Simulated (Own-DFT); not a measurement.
GaP (zincblende, atoms displaced) (calculated)

A calculation, not a measurement: plane-wave PBE density functional theory by an unreviewed code, no spin, of a simulated periodic cell, stress positive in tension, free energy of the whole cell less one offset for each atom, forces on such cells passed a denser k mesh, this cell's mesh not checked; offsets are fitted by least squares, one for each functional and potential file, so energies compare only between cells with the same atoms and settings and are not formation energies; the far tail of each file's local potential was reset to the Coulomb form; each entry is a single point on an unrelaxed cell, so the pressure reflects the starting lattice, mostly measured values (interpolated for alloys), from which strain is counted, and rises with the displacements; printed positions are rounded, which can move forces by about a meV/angstrom; the program, named Own-DFT, is a retired in-house code; no spin-orbit coupling; before rounding, a Quantum ESPRESSO 7.3.1 run of the same cell and cutoff gave forces within 1 meV/angstrom rms on each cell, which checks the program and not the settings. Program: Own-DFT development build.

```yaml
- formula: GaP
  kind: "zincblende, atoms displaced"
  structure:
    cell_angstrom: [[16.3515, 0.0, 0.0], [0.0, 10.901, 0.0], [0.0, 0.0, 10.901]]
    atoms_fractional:
      - [Ga, 0.01245, 0.99885, 0.01484]
      - [Ga, 0.99661, 0.25553, 0.26152]
      - [Ga, 0.16307, 0.99423, 0.25839]
      - [Ga, 0.18149, 0.26212, 0.00953]
      - [P, 0.08293, 0.08693, 0.12373]
      - [P, 0.10227, 0.35774, 0.36624]
      - [P, 0.24992, 0.14457, 0.36275]
      - [P, 0.24839, 0.37103, 0.13724]
      - [Ga, 0.0123, 0.00738, 0.48492]
      - [Ga, 0.98809, 0.27319, 0.75638]
      - [Ga, 0.156, 0.0066, 0.76188]
      - [Ga, 0.16463, 0.25386, 0.48252]
      - [P, 0.09462, 0.13505, 0.6228]
      - [P, 0.07671, 0.40105, 0.87954]
      - [P, 0.25716, 0.15602, 0.87886]
      - [P, 0.2426, 0.37278, 0.62465]
      - [Ga, 0.00314, 0.50819, 0.99661]
      - [Ga, 0.01478, 0.74802, 0.25418]
      - [Ga, 0.16494, 0.47213, 0.23687]
      - [Ga, 0.15417, 0.74577, 0.00528]
      - [P, 0.07314, 0.61622, 0.12487]
      - [P, 0.07442, 0.87863, 0.38654]
      - [P, 0.26023, 0.624, 0.38301]
      - [P, 0.26537, 0.88736, 0.10444]
      - [Ga, 0.98252, 0.49273, 0.51546]
      - [Ga, 0.0036, 0.72612, 0.73518]
      - [Ga, 0.15483, 0.46676, 0.74696]
      - [Ga, 0.16282, 0.73829, 0.49823]
      - [P, 0.08147, 0.61813, 0.60769]
      - [P, 0.07251, 0.87132, 0.88773]
      - [P, 0.23991, 0.64001, 0.84648]
      - [P, 0.24866, 0.88665, 0.62155]
      - [Ga, 0.34182, 0.99771, 0.9925]
      - [Ga, 0.32999, 0.23693, 0.24308]
      - [Ga, 0.50499, 0.00894, 0.27324]
      - [Ga, 0.47845, 0.24889, 0.98354]
      - [P, 0.4201, 0.13001, 0.1376]
      - [P, 0.43061, 0.36301, 0.39363]
      - [P, 0.57738, 0.1227, 0.39317]
      - [P, 0.57509, 0.34911, 0.11326]
      - [Ga, 0.33357, 0.01227, 0.45991]
      - [Ga, 0.33156, 0.23597, 0.75037]
      - [Ga, 0.50819, 0.99049, 0.75198]
      - [Ga, 0.49861, 0.24625, 0.50373]
      - [P, 0.43275, 0.11715, 0.61957]
      - [P, 0.41022, 0.41468, 0.87854]
      - [P, 0.59789, 0.13602, 0.85514]
      - [P, 0.59517, 0.35909, 0.64506]
      - [Ga, 0.33942, 0.50556, 0.994]
      - [Ga, 0.33277, 0.74643, 0.25079]
      - [Ga, 0.49816, 0.5153, 0.24936]
      - [Ga, 0.51116, 0.74196, 0.00066]
      - [P, 0.43482, 0.61761, 0.14663]
      - [P, 0.41514, 0.86484, 0.34906]
      - [P, 0.58436, 0.61554, 0.35687]
      - [P, 0.57351, 0.87928, 0.10511]
      - [Ga, 0.3259, 0.49234, 0.52084]
      - [Ga, 0.33122, 0.76046, 0.76079]
      - [Ga, 0.50681, 0.5159, 0.7467]
      - [Ga, 0.50503, 0.74523, 0.46142]
      - [P, 0.43142, 0.61693, 0.62765]
      - [P, 0.40957, 0.87101, 0.88894]
      - [P, 0.57325, 0.63737, 0.8723]
      - [P, 0.58611, 0.88905, 0.627]
      - [Ga, 0.67739, 0.97248, 0.02008]
      - [Ga, 0.65306, 0.23215, 0.24627]
      - [Ga, 0.82666, 0.01861, 0.25683]
      - [Ga, 0.83939, 0.23531, 0.99623]
      - [P, 0.74623, 0.15711, 0.12981]
      - [P, 0.75202, 0.3726, 0.38624]
      - [P, 0.90622, 0.11934, 0.37638]
      - [P, 0.91459, 0.39334, 0.10678]
      - [Ga, 0.67577, 0.99392, 0.48979]
      - [Ga, 0.67071, 0.25233, 0.75248]
      - [Ga, 0.82332, 0.99084, 0.72747]
      - [Ga, 0.83532, 0.24861, 0.49488]
      - [P, 0.74281, 0.12236, 0.62447]
      - [P, 0.7523, 0.3939, 0.88335]
      - [P, 0.90401, 0.12017, 0.88459]
      - [P, 0.92793, 0.35996, 0.61633]
      - [Ga, 0.67496, 0.49169, 0.02061]
      - [Ga, 0.67574, 0.75798, 0.27541]
      - [Ga, 0.85203, 0.50026, 0.25387]
      - [Ga, 0.83535, 0.75517, 0.01258]
      - [P, 0.73567, 0.62595, 0.11329]
      - [P, 0.75351, 0.86233, 0.37568]
      - [P, 0.92073, 0.64156, 0.35368]
      - [P, 0.92575, 0.88054, 0.13905]
      - [Ga, 0.66903, 0.50809, 0.50104]
      - [Ga, 0.67051, 0.76235, 0.74679]
      - [Ga, 0.83487, 0.50884, 0.73709]
      - [Ga, 0.82527, 0.7378, 0.49784]
      - [P, 0.7579, 0.62516, 0.62531]
      - [P, 0.74074, 0.87801, 0.86832]
      - [P, 0.91441, 0.60784, 0.88484]
      - [P, 0.91571, 0.87244, 0.61169]
  settings:
    functional: PBE
    potential_files: "PseudoDojo norm-conserving, scalar-relativistic, standard set"
    "wave_cutoff [hartree]": 42.0
    occupations: Fermi-Dirac
    "smearing_width [eV]": 0.1
    k_mesh: "2 x 3 x 3 centred on Gamma"
  results:
    "free_energy_of_cell_above_offsets [eV]": "-17.435"
    "pressure [GPa]": 8.07
    "stress_xx [GPa]": -7.8
    "stress_yy [GPa]": -7.62
    "stress_zz [GPa]": -8.78
    "stress_yz [GPa]": -0.56
    "stress_xz [GPa]": 0.48
    "stress_xy [GPa]": 0.47
    force_element: [Ga, Ga, Ga, Ga, P, P, P, P, Ga, Ga, Ga, Ga, P, P, P, P, Ga, Ga, Ga, Ga, P, P, P, P, Ga, Ga, Ga, Ga, P, P, P, P, Ga, Ga, Ga, Ga, P, P, P, P, Ga, Ga, Ga, Ga, P, P, P, P, Ga, Ga, Ga, Ga, P, P, P, P, Ga, Ga, Ga, Ga, P, P, P, P, Ga, Ga, Ga, Ga, P, P, P, P, Ga, Ga, Ga, Ga, P, P, P, P, Ga, Ga, Ga, Ga, P, P, P, P, Ga, Ga, Ga, Ga, P, P, P, P]
    "force_x [eV/angstrom]": [-6.276, -0.202, 1.763, -3.051, 4.269, -5.912, -1.673, 3.988, -3.18, 2.486, 1.454, 3.003, -2.101, 0.102, -2.019, 0.358, -1.628, -0.862, -0.939, 2.08, 2.845, 3.872, -1.702, -3.644, 2.833, -1.58, 2.107, 1.525, 0.01, 0.527, -1.099, -0.026, -0.152, 2.096, -0.929, 1.598, 0.215, -3.48, 2.766, 0.23, 0.701, 2.988, -0.966, 2.384, -3.062, 3.252, -3.633, -2.999, -4.006, -0.705, 3.602, -3.174, -6.556, 0.952, 2.735, 1.004, 2.661, 0.68, 1.15, -0.644, -3.053, 3.295, 4.054, 0.884, -0.188, -1.009, -0.713, -2.068, 1.112, -0.213, 3.003, 0.705, -1.289, 3.781, 0.923, -1.01, 1.335, 0.951, 3.345, -4.963, -3.725, -3.409, -2.881, -0.252, 3.348, 2.15, -0.66, -1.476, -0.535, -1.81, 0.971, 2.784, -2.649, 3.193, -0.567, 0.602]
    "force_y [eV/angstrom]": [-2.863, -0.47, -0.672, -1.178, 7.265, 2.819, -2.587, 0.74, 2.792, -3.244, -0.644, -2.468, 0.136, -4.513, -4.187, -2.023, 0.112, 1.171, 4.362, 0.355, 0.307, -2.963, -0.622, -2.897, 3.71, 1.62, 3.652, 1.665, -2.009, -0.652, -2.126, -0.155, 4.077, 2.344, -1.345, 0.343, -1.333, 2.999, -0.214, 2.017, -1.111, 2.661, 1.175, 0.425, -0.89, -5.031, -3.19, 3.734, 3.477, -0.813, -8.312, 0.383, 5.418, 1.935, 0.849, 1.455, 0.87, 0.124, -2.781, 0.505, 2.498, -0.98, -1.479, -2.496, 2.985, 1.831, -1.668, 4.12, -3.694, 0.781, 1.038, -2.63, 0.411, 0.788, -0.08, -0.418, 0.988, -1.928, -2.519, -0.297, -2.345, -2.927, -0.505, -0.185, 3.401, 3.58, -1.101, -0.182, -1.246, -1.747, -2.016, 0.927, 0.479, 0.098, 2.552, -0.239]
    "force_z [eV/angstrom]": [-4.574, -1.45, -0.133, -0.95, 4.152, -1.549, 0.969, -1.86, 3.356, 3.306, 0.11, 4.401, 0.117, 1.17, 1.79, 0.12, 0.763, -0.617, 1.195, -0.578, 1.294, -2.09, -0.826, 3.115, -3.88, 1.616, -2.052, -0.172, 0.838, -2.481, 2.357, -0.254, 0.53, -0.14, -2.797, -0.628, -1.413, -2.846, -0.315, 0.613, 2.44, -3.18, 1.634, 2.527, 0.949, -4.319, 3.799, -3.468, 3.886, -2.237, 3.667, 1.004, -6.306, 1.915, 1.811, 3.887, -0.697, -2.357, 0.797, 2.966, -2.539, -1.749, -1.269, -2.611, -0.488, 1.656, -2.106, 1.607, -0.726, -1.729, 0.934, 0.979, 0.924, 0.883, 1.288, 1.365, -1.047, -1.598, -3.178, -0.165, -1.885, -4.588, -0.389, -0.717, 3.646, 1.168, 3.033, -0.185, 0.594, -0.597, 1.77, -0.597, 0.104, 0.923, -1.837, 0.204]
```
